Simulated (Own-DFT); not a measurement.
# Response to strain: wurtzite AlN, 72 atoms (Al36N36)

All numbers below are calculated, not measured. They come from Own-DFT, an in-house plane-wave density functional program, since retired, whose code no person has reviewed. Each row is one single-point run on a periodic cell that was not relaxed, without spin or spin-orbit coupling.

Settings of every run: PBE; PseudoDojo norm-conserving scalar-relativistic files; cutoff 42 hartree; 4 x 4 x 3 k mesh centred on Gamma; Gaussian smearing of 0.01 eV.

Known limits: k mesh not checked against a denser one; stress not checked against mesh or cutoff.

Unstrained cell vectors in Å: (9.336, 0.000, 0.000); (-4.668, 8.085, 0.000); (0.000, 0.000, 9.964). The unstrained cell has measured lattice constants (interpolated for alloys), not those of this functional. That, the random moves and any unrelaxed bonds set the pressure at no strain. Each run strains this cell uniformly, with the atoms carried along. Every atom was also moved at random, by a Gaussian of width 0.05 Å on each axis. Strain is the symmetric tensor, in per cent. Stress is positive in tension, and the pressure is minus a third of its trace.

| run | e_xx (%) | e_yy (%) | e_zz (%) | s_xx (GPa) | s_yy (GPa) | s_zz (GPa) | P (GPa) | E (meV/atom) |
|---|---|---|---|---|---|---|---|---|
| 1 | 0.00 | 0.00 | 1.25 | -5.62 | -3.36 | -0.59 | 3.19 | 6.2 |
| 2 | 0.00 | 0.00 | -1.50 | -8.97 | -5.42 | -12.61 | 9.00 | 18.2 |
| 3 | 0.00 | 0.00 | 0.75 | -4.74 | -4.28 | -4.10 | 4.37 | 11.4 |
| 4 | 0.00 | 0.00 | 2.25 | -2.70 | -5.66 | 5.15 | 1.07 | 0.0 |
| 5 | 0.00 | 0.00 | -0.25 | -3.58 | -5.63 | -8.68 | 5.97 | 2.6 |
| 6 | 0.00 | 0.00 | -1.00 | -6.57 | -7.81 | -7.61 | 7.33 | 3.0 |
| 7 | 0.00 | 0.00 | -1.75 | -8.30 | -6.52 | -12.95 | 9.26 | 10.6 |
| 8 | 0.00 | 0.00 | 1.75 | -3.10 | -6.20 | 1.47 | 2.61 | 10.0 |
| 9 | 0.00 | 0.00 | -0.50 | ? | ? | ? | ? | ? |

E is the free energy for each atom above the lowest run shown.

## Worked fit

The change of volume is close to e_xx + e_yy + e_zz. A straight line through the runs shown gives P = 5.72 - 198 x (fractional change of volume) GPa, with an error of 7 on the slope and a scatter of 0.28 GPa. The strain isn't the same on all axes and the cell isn't cubic, so the slope belongs to this path and is not the bulk modulus.

## Withheld run

Question: what pressure should run 9 give? Its volume changes by -0.50 %.

The line gives 6.7 GPa. The calculation gave 6.73 GPa.
